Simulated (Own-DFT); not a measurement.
# How strain changes the stress of C40 NbSi2, 36 atoms (Nb12Si24)

Calculated results; nothing here was measured. The program, named Own-DFT, is a retired in-house plane-wave density functional code that no person has reviewed. Each row is one single-point run on a periodic cell that was not relaxed, without spin or spin-orbit coupling.

Settings of every run: PBE; PseudoDojo norm-conserving scalar-relativistic files; cutoff 42 hartree; 4 x 4 x 5 k mesh centred on Gamma; cold (Marzari-Vanderbilt) smearing of 0.2 eV.

Known limits: forces on such cells failed a check on a denser k mesh; stress not checked against mesh or cutoff.

Unstrained cell vectors in Å: (0.000, 8.324, 0.000); (-9.613, 0.000, 0.000); (0.000, 0.000, 6.586). The unstrained cell was taken from the Materials Project. The random moves and any unrelaxed bonds add to the pressure at no strain. Each run strains this cell uniformly, with the atoms carried along. Every atom was also moved at random, by a Gaussian of width 0.05 Å on each axis. Strain is the symmetric tensor, in per cent. Stress is positive in tension, and the pressure is minus a third of its trace.

```
run,e_xx (%),e_yy (%),e_zz (%),e_yz (%),e_xz (%),e_xy (%),s_xx (GPa),s_yy (GPa),s_zz (GPa),s_yz (GPa),s_xz (GPa),s_xy (GPa),P (GPa),E (meV/atom)
1,0.84,-0.48,-0.77,-0.66,0.84,1.92,-0.29,-4.26,-6.76,-2.94,2.61,5.79,3.77,0.8
2,-0.22,-0.93,0.66,0.90,1.54,1.43,-3.36,-5.64,-1.67,2.98,5.02,4.27,3.56,5.3
3,0.64,0.64,1.75,1.43,1.16,1.92,1.22,1.64,4.35,3.90,2.65,5.37,-2.40,8.8
4,-1.82,0.06,0.25,-0.97,1.53,0.25,-9.23,-3.25,-4.50,-3.02,4.91,0.47,5.66,16.1
5,0.50,0.91,-0.88,-1.14,0.80,-1.89,-1.50,0.15,-6.61,-4.02,2.54,-5.99,2.65,14.6
6,-0.72,1.42,0.20,-1.08,-1.03,0.03,-3.99,2.39,-2.21,-3.00,-3.23,0.69,1.27,0.0
7,-0.67,1.70,0.74,0.24,0.74,-1.73,-3.67,3.31,-0.60,0.50,2.48,-5.90,0.32,21.4
8,0.04,0.62,-1.31,1.37,-1.61,-0.98,-2.96,-0.85,-9.82,4.17,-5.38,-2.49,4.55,8.8
9,0.80,1.04,1.53,1.58,-1.64,-1.19,1.65,3.46,3.40,4.02,-3.92,-3.40,-2.84,11.0
10,0.02,1.90,1.49,0.96,-1.05,-0.07,0.45,5.05,3.99,2.02,-3.44,-0.60,-3.16,1.0
11,1.69,-1.36,0.20,0.35,1.81,-1.16,2.54,-6.08,-3.12,0.88,5.64,-2.97,2.22,12.4
12,-0.86,-1.11,1.66,1.48,-1.39,0.93,-5.54,-5.52,1.89,4.12,-4.53,3.50,3.06,11.0
13,-1.24,-1.61,-0.70,1.41,-0.25,-1.20,-10.30,-10.44,-9.39,5.04,-1.16,-3.49,10.05,29.6
14,-1.53,-1.49,-1.09,-1.08,0.95,-0.65,-10.06,-10.36,-11.79,-4.21,3.60,-2.08,10.74,16.2
15,1.89,-0.43,1.91,0.69,1.50,0.65,5.02,-0.64,5.29,2.16,3.90,1.66,-3.22,1.0
16,-0.14,-1.81,0.62,-0.62,-1.50,-0.32,?,?,?,?,?,?,?,?
```

E is the free energy for each atom above the lowest run shown.

## Worked fit

Each stress component was fitted by least squares to a constant and the strains of the runs shown, as fractions, with shears doubled. Shear strains stay in the fit of a normal stress only where such slopes are resolved. The slopes, in GPa:

| stress | at no strain | per e_xx | per e_yy | per e_zz | scatter |
|---|---|---|---|---|---|
| s_xx | -2.8 | 367 ± 13 | 81 ± 12 | 76 ± 13 | 0.51 |
| s_yy | -2.6 | 84 ± 10 | 361 ± 9 | 87 ± 10 | 0.38 |
| s_zz | -4.2 | 79 ± 11 | 74 ± 10 | 438 ± 11 | 0.43 |

Each shear stress against twice its own strain: yz 162 ± 11, xz 149 ± 8, xy 151 ± 4 GPa. These are stiffnesses along x, y and z of the frame in which the cell vectors are given, which need not be the crystal's axes. The atoms are held to the strained lattice; where symmetry lets them move under strain, relaxing them would lower some slopes. The table should be nearly symmetric about its diagonal, and what it lacks of that shows the noise. A ninth of its sum, 183 ± 4 GPa, estimates the bulk modulus near the mean pressure of these runs, 2.4 GPa, so it lies above the value at zero pressure.

## Withheld run

Question: what normal stresses and pressure should run 16 give?

The fit gives s_xx = -4.4, s_yy = -8.7, s_zz = -2.9 and P = 5.3 GPa. The calculation gave -3.81, -9.36, -2.45 and P = 5.21 GPa.
